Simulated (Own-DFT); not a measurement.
# Response to strain: diamond silicon, 64 atoms (Si64)

All numbers below are calculated, not measured. They come from Own-DFT, an in-house plane-wave density functional program, since retired, whose code no person has reviewed. Each row is one single-point run on a periodic cell that was not relaxed, without spin or spin-orbit coupling.

Settings of every run: PBE; PseudoDojo norm-conserving scalar-relativistic files; cutoff 20 hartree; 3 x 3 x 3 k mesh centred on Gamma; Fermi-Dirac smearing of 0.1 eV.

Known limits: k mesh not checked against a denser one; stress not checked against mesh or cutoff.

Unstrained cell vectors in Å: (10.862, 0.000, 0.000); (0.000, 10.862, 0.000); (0.000, 0.000, 10.862). The unstrained cell has measured lattice constants (interpolated for alloys), not those of this functional. That, the random moves and any unrelaxed bonds set the pressure at no strain. Each run strains this cell uniformly, with the atoms carried along. Every atom was also moved at random, by a Gaussian of width 0.05 Å on each axis. Strain is the symmetric tensor, in per cent. Stress is positive in tension, and the pressure is minus a third of its trace.

```
run,e_xx (%),e_yy (%),e_zz (%),e_yz (%),e_xz (%),e_xy (%),s_xx (GPa),s_yy (GPa),s_zz (GPa),s_yz (GPa),s_xz (GPa),s_xy (GPa),P (GPa),E (meV/atom)
1,0.62,-1.60,-1.60,-1.72,-0.42,0.09,-3.65,-5.82,-5.89,-3.15,-0.64,0.50,5.12,20.3
2,1.15,-1.20,1.00,1.43,-1.99,-1.04,-1.19,-3.32,-1.49,2.07,-4.88,-1.88,2.00,25.2
3,1.76,1.67,-1.93,0.46,-0.12,-0.92,-0.14,-0.14,-3.24,1.04,-0.37,-1.72,1.18,7.7
4,1.85,0.50,1.58,-1.96,0.19,-1.24,1.25,0.06,1.01,-3.56,0.20,-2.54,-0.77,10.0
5,0.70,1.32,-0.34,-1.02,0.07,0.37,-0.70,-0.24,-1.72,-1.23,0.41,-0.19,0.89,1.5
6,-1.01,-0.47,-1.88,1.84,0.85,-1.83,-6.39,-5.83,-7.15,4.70,2.77,-4.86,6.45,41.7
7,-1.72,1.90,-0.95,-0.61,-0.19,-1.46,-5.12,-1.62,-4.43,-0.42,-1.25,-3.57,3.72,36.2
8,1.81,-1.11,-1.32,-1.92,0.47,-1.91,-1.59,-4.28,-4.51,-3.72,1.14,-3.42,3.46,34.6
9,-0.66,0.75,0.76,0.62,0.20,-0.83,-2.73,-1.50,-1.48,1.66,0.69,-1.73,1.91,9.2
10,0.17,-0.98,-1.73,-0.96,1.62,-1.44,-4.53,-5.70,-6.20,-2.07,3.48,-3.46,5.48,37.2
11,1.69,1.58,-0.26,-0.62,-0.26,1.14,0.66,0.47,-1.07,-0.95,-0.62,2.81,-0.02,11.1
12,0.77,1.96,-0.51,1.45,-0.76,0.35,-0.56,0.59,-1.62,2.55,-2.24,1.16,0.53,0.0
13,-1.00,-0.52,1.29,1.93,-0.36,1.54,-4.12,-3.64,-1.80,4.01,-1.10,3.71,3.19,36.1
14,1.52,1.90,-0.35,0.21,-0.98,-1.21,0.54,0.90,-1.07,0.43,-1.98,-1.63,-0.12,10.6
15,0.36,-1.49,-0.59,-0.66,-0.17,0.13,-3.34,-5.13,-4.32,-1.02,-1.19,0.28,4.26,10.6
16,0.47,0.38,-1.40,0.18,0.22,-1.20,-2.71,-2.90,-4.32,0.20,0.31,-3.06,3.31,24.0
17,-1.44,0.96,1.33,1.84,-0.48,-1.39,-3.46,-1.36,-0.88,3.88,-0.86,-2.19,1.90,19.0
18,-0.40,0.30,1.67,0.73,1.65,-1.32,?,?,?,?,?,?,?,?
```

E is the free energy for each atom above the lowest run shown.

## Worked fit

Each stress component was fitted by least squares to a constant and the strains of the runs shown, as fractions, with shears doubled. Shear strains stay in the fit of a normal stress only where such slopes are resolved. The slopes, in GPa:

```
stress  at no strain  per e_xx  per e_yy  per e_zz  scatter
  s_xx          -2.8   161 ± 5    66 ± 4    66 ± 5     0.23
  s_yy          -2.9    69 ± 4   160 ± 4    66 ± 4     0.19
  s_zz          -2.8    69 ± 4    71 ± 4   157 ± 4     0.21
```

Each shear stress against twice its own strain: yz 93 ± 5, xz 123 ± 10, xy 105 ± 7 GPa. These are stiffnesses along x, y and z of the frame in which the cell vectors are given, which need not be the crystal's axes. The atoms are held to the strained lattice; where symmetry lets them move under strain, relaxing them would lower some slopes. The table should be nearly symmetric about its diagonal, and what it lacks of that shows the noise. A ninth of its sum, 98 ± 2 GPa, estimates the bulk modulus near the mean pressure of these runs, 2.5 GPa, so it lies above the value at zero pressure.

## Withheld run

Question: what normal stresses and pressure should run 18 give?

The fit gives s_xx = -2.2, s_yy = -1.6, s_zz = -0.3 and P = 1.3 GPa. The calculation gave -2.18, -1.55, -0.23 and P = 1.32 GPa.
